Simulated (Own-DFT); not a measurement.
# A pressure from energies alone: monoclinic HfO2, 94 atoms (Hf32O62), with two O vacancies

These are calculations. Each geometry was run twice at fixed positions with Own-DFT, a retired in-house plane-wave program that no person has reviewed: with PBE, and with HSE06 (exact exchange share 0.25 at short range, screening 0.11 per bohr, Gygi-Baldereschi treatment of its divergence). Both used PseudoDojo norm-conserving files made for PBE, a cutoff of 48 hartree, the Gamma point alone, fixed occupations, a neutral cell and no spin. With Gamma alone and a thickness of 10.1 Å, finite-size errors remain in every number. The hafnium file keeps the 4f electrons in the core, and its forces lie about 75 meV/Å off all-electron values. The oxygen file's force components were 24 meV/Å off all-electron values in a glass.

Unstrained cell vectors in Å: (10.234, 0.000, 0.000); (0.000, 10.350, 0.000); (-1.695, 0.000, 10.445), volume V0 = 1106.4 Å³, from measured lattice constants. Each geometry has its own random strain of a few per cent, its own defect sites and random moves of rms u per axis. HSE06 gave the energy alone. D is its energy less that of PBE, over the lowest D shown. The PBE stress wasn't checked against mesh or cutoff.

```
run  V - V0 (Å³)   u (Å)  P with PBE (GPa)  D (eV)
  1        -21.3  0.0314              9.21   0.672
  2        -25.4  0.0287              9.69   0.527
  3         -3.4  0.0483              6.46   1.402
  4        -19.4  0.0305              8.32   0.640
  5          4.3  0.0472              4.91   1.259
  6        -36.0  0.0488             14.34   0.542
  7        -56.0  0.0510             19.72   0.000
  8         -9.2  0.0285              6.23   0.836
  9        -27.7  0.0483             11.12   0.657
 10        -25.8  0.0308              9.94   0.580
 11          6.1  0.0511              3.76   1.569
 12        -34.3  0.0453             13.07   0.487
 13        -19.5  0.0317              8.65       ?
```

## Fit

D = 0.99 + 0.0236 (V - V0) + 149 u² eV, with an error of 0.0014 on the volume slope, 33 on the last term and a scatter of 0.09 eV. Pressure is -dE/dV, and 1 eV/Å³ is 160.2 GPa, so HSE06 changes the pressure by -3.8 ± 0.2 GPa. With the ions held to the strained lattice, the PBE pressure falls by 266 ± 9 GPa per unit of volume strain; the shape of the strain isn't fitted, so the true error is larger, and a relaxed crystal would be softer. On that slope HSE06's volume at a given pressure is about 1.4 % smaller, or 0.5 % in lengths. At u = 0 and V0 the PBE pressure is 2.8 GPa, which puts the zero-pressure volume, against the measured cell and with the defects in, at +1.1 % for PBE and -0.4 % for HSE06, each good to a few tenths of a per cent.

## Prediction

Asked: what D should run 13 give?

From the fit: 0.68 eV, with rows scattering by 0.09. The calculation gave 0.605 eV.
